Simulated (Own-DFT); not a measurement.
## Calculated data, Si₃N₄ (beta silicon nitride, atoms displaced)

All values are calculated (Own-DFT development build). A calculation, not a measurement: plane-wave PBE density functional theory by an unreviewed code, no spin, of a simulated periodic cell, stress positive in tension, free energy of the whole cell less one offset for each atom, forces on such cells passed a denser k mesh, this cell's mesh not checked; offsets are fitted by least squares, one for each functional and potential file, so energies compare only between cells with the same atoms and settings and are not formation energies; the far tail of each file's local potential was reset to the Coulomb form; each entry is a single point on an unrelaxed cell, so the pressure reflects the starting lattice, mostly measured values (interpolated for alloys), from which strain is counted, and rises with the displacements; printed positions are rounded, which can move forces by about a meV/angstrom; the program, named Own-DFT, is a retired in-house code; no spin-orbit coupling.

Entry: Si₃N₄ (beta silicon nitride, atoms displaced)

```
Si3N4
1.0
      7.6060     0.0000     0.0000
     -3.8030     6.5870     0.0000
      0.0000     0.0000     8.7270
Si N Si N Si N
6 8 6 8 6 8
Direct
  0.17454 0.77161 0.08400
  0.23582 0.40383 0.07933
  0.59301 0.82604 0.07863
  0.82852 0.23120 0.24870
  0.77338 0.59593 0.25232
  0.40828 0.18051 0.25218
  0.33684 0.02748 0.08366
  0.96422 0.30117 0.08238
  0.70624 0.67275 0.08471
  0.67292 0.97065 0.24826
  0.02927 0.69236 0.24715
  0.30063 0.33352 0.25264
  0.33130 0.66315 0.08273
  0.66770 0.33524 0.24970
  0.17065 0.76698 0.41785
  0.22872 0.39845 0.41754
  0.59459 0.83343 0.41590
  0.82863 0.23118 0.58524
  0.77224 0.59704 0.58422
  0.40175 0.16798 0.58434
  0.33720 0.03554 0.41805
  0.97253 0.30468 0.41668
  0.69721 0.66693 0.41631
  0.67108 0.96862 0.58265
  0.03053 0.70038 0.58550
  0.30302 0.33053 0.58305
  0.33588 0.66481 0.41665
  0.66217 0.32695 0.58503
  0.17166 0.76932 0.75309
  0.23675 0.40408 0.75341
  0.59324 0.82080 0.75060
  0.82644 0.23237 0.91600
  0.76693 0.59450 0.91361
  0.40836 0.17656 0.91315
  0.33207 0.02714 0.75451
  0.97035 0.30376 0.74773
  0.69699 0.66816 0.75050
  0.66406 0.96725 0.91777
  0.03281 0.69812 0.91938
  0.30228 0.33177 0.91243
  0.33687 0.67058 0.74766
  0.66650 0.33537 0.91506
```

It was run with functional PBE, potential files PseudoDojo norm-conserving, scalar-relativistic, standard set, wave cutoff 42 hartree, occupations Fermi-Dirac, smearing width 0.1 eV and k mesh 3 x 3 x 3 centred on Gamma.

It finds free energy of cell above offsets -7.223 eV; pressure 5.39 GPa; stress xx -4.86 GPa; stress yy -4.24 GPa; stress zz -7.06 GPa; stress yz -0.2 GPa; stress xz -0.19 GPa; stress xy -0.78 GPa.

Force:
```csv
element,x (eV/Å),y (eV/Å),z (eV/Å)
Si,1.021,-0.857,-0.005
Si,-1.647,0.551,1.298
Si,0.206,-0.847,1.756
Si,-1.049,0.23,0.501
Si,-1.066,-0.43,-0.434
Si,0.725,-0.626,-0.622
N,-0.649,1.633,0.065
N,2.097,0.438,-0.429
N,-0.57,0.166,-0.662
N,-0.041,0.046,-0.216
N,0.412,0.873,1.159
N,0.379,-0.797,-1.458
N,0.154,0.281,-0.177
N,0.436,-0.195,0.052
Si,1.642,0.082,-0.631
Si,-0.14,2.006,0.382
Si,0.518,-1.696,-0.277
Si,-1.08,-0.101,-0.899
Si,-1.015,-1.56,-0.676
Si,0.584,1.051,0.579
N,-0.619,-1.877,-0.598
N,-0.49,-0.637,0.081
N,0.143,0.624,0.428
N,0.27,0.433,0.752
N,-0.052,0.288,-0.005
N,-0.119,-0.521,0.721
N,-1.112,0.184,0.067
N,0.57,1.21,0.077
Si,1.338,-0.62,-0.051
Si,-1.806,1.481,-2.487
Si,-0.726,1.3,-0.466
Si,-0.662,-0.232,-0.291
Si,0.747,0.095,1.501
Si,0.685,-0.652,1.423
N,-0.491,0.265,-1.118
N,1.028,0.047,1.175
N,0.702,-0.12,-0.287
N,0.493,1.032,-1.271
N,-1.158,-0.22,-0.671
N,0.762,-0.79,1.534
N,-0.675,-1.351,0.262
N,0.257,-0.187,-0.083
```
